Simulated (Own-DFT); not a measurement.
# How strain changes the stress of 4H SiC, 72 atoms (C36Si36)

All numbers below are calculated, not measured. The program, named Own-DFT, is a retired in-house plane-wave density functional code that no person has reviewed. Each row is one single-point run on a periodic cell that was not relaxed, without spin or spin-orbit coupling.

Settings of every run: PBE; PseudoDojo norm-conserving scalar-relativistic files; cutoff 42 hartree; 4 x 4 x 3 k mesh centred on Gamma; Fermi-Dirac smearing of 0.1 eV.

Known limits: forces on such cells passed a denser k mesh, each cell not checked; stress not checked against mesh or cutoff.

Unstrained cell vectors in Å: (9.248, 0.000, 0.000); (-4.624, 8.009, 0.000); (0.000, 0.000, 10.068). The unstrained cell has measured lattice constants (interpolated for alloys), not those of this functional. That, the random moves and any unrelaxed bonds set the pressure at no strain. Each run strains this cell uniformly, with the atoms carried along. Every atom was also moved at random, by a Gaussian of width 0.05 Å on each axis. Strain is the symmetric tensor, in per cent. Stress is positive in tension, and the pressure is minus a third of its trace.

```
run,e_xx (%),e_yy (%),e_zz (%),e_yz (%),e_xz (%),e_xy (%),s_xx (GPa),s_yy (GPa),s_zz (GPa),s_yz (GPa),s_xz (GPa),s_xy (GPa),P (GPa),E (meV/atom)
1,-0.33,-1.62,1.71,0.42,-0.56,0.67,-6.64,-13.70,3.14,1.02,-1.16,2.88,5.73,5.7
2,0.50,-1.18,0.08,0.23,-0.02,-1.23,-3.45,-11.16,-6.06,0.78,-0.37,-6.80,6.89,18.5
3,-1.90,1.02,-0.17,1.76,0.31,-1.75,-14.62,-0.45,-8.09,6.03,0.42,-6.76,7.72,24.5
4,0.62,1.59,1.61,1.73,-1.76,1.53,0.92,4.04,2.38,5.66,-4.93,6.43,-2.45,34.1
5,-0.87,-1.95,1.28,1.01,-0.61,-0.74,-10.24,-17.04,-0.17,3.07,-1.95,-3.03,9.15,27.4
6,-0.29,0.11,1.72,1.08,-1.55,-0.23,-4.36,-4.17,3.60,3.32,-5.22,-0.91,1.64,0.0
7,-0.43,-1.15,-0.97,-0.24,1.93,-2.00,-10.58,-12.27,-14.51,-0.76,7.24,-11.37,12.45,59.4
8,1.17,1.26,0.26,-1.17,-0.60,-1.33,2.43,2.37,-3.10,-3.43,-1.13,-4.88,-0.57,13.9
9,-1.91,-1.83,0.81,-1.65,1.71,1.69,-16.50,-16.29,-4.49,-5.91,5.66,8.11,12.43,43.8
10,-1.42,-0.13,0.45,-0.76,1.42,-1.97,-12.45,-6.73,-6.47,-2.33,5.66,-9.05,8.55,44.7
11,-1.33,0.94,-1.80,0.03,0.88,-1.28,-13.95,-1.79,-15.79,0.47,2.36,-3.75,10.51,33.9
12,-0.34,-0.51,1.47,-0.97,0.77,1.85,-7.57,-7.22,2.88,-3.65,1.96,7.88,3.97,17.0
13,0.42,0.91,-0.82,1.14,0.82,0.02,-1.98,0.55,-10.07,3.60,2.33,1.15,3.83,6.3
14,0.38,-0.86,-1.20,1.69,-0.55,-0.77,-4.85,-9.76,-13.16,4.60,-1.46,-4.73,9.26,31.8
15,0.67,-1.38,-1.42,-0.08,0.10,-0.89,-1.97,-12.81,-15.98,0.06,-0.97,-2.82,10.26,32.3
16,1.11,-0.71,0.45,0.34,0.56,0.70,0.02,-7.46,-4.20,1.37,2.23,2.81,3.88,24.8
17,1.05,0.83,-0.20,-0.75,-0.89,-0.54,?,?,?,?,?,?,?,?
```

E is the free energy for each atom above the lowest run shown.

## Worked fit

Each stress component was fitted by least squares to a constant and the strains of the runs shown, as fractions, with shears doubled. Shear strains stay in the fit of a normal stress only where such slopes are resolved. The slopes, in GPa:

```
stress,at no strain,per e_xx,per e_yy,per e_zz,scatter
s_xx,-5.1,558 ± 23,81 ± 20,81 ± 19,0.89
s_yy,-5.1,74 ± 12,552 ± 11,28 ± 11,0.48
s_zz,-6.6,57 ± 29,55 ± 25,579 ± 25,1.12
```

Each shear stress against twice its own strain: yz 159 ± 6, xz 179 ± 16, xy 239 ± 14 GPa. These are stiffnesses along x, y and z of the frame in which the cell vectors are given, which need not be the crystal's axes. The atoms are held to the strained lattice; where symmetry lets them move under strain, relaxing them would lower some slopes. The table should be nearly symmetric about its diagonal, and what it lacks of that shows the noise. A ninth of its sum, 229 ± 6 GPa, estimates the bulk modulus near the mean pressure of these runs, 6.5 GPa, so it lies above the value at zero pressure.

## Withheld run

Question: what normal stresses and pressure should run 17 give?

The fit gives s_xx = 1.2, s_yy = 0.2, s_zz = -6.7 and P = 1.7 GPa. The calculation gave 0.97, 1.16, -7.05 and P = 1.64 GPa.
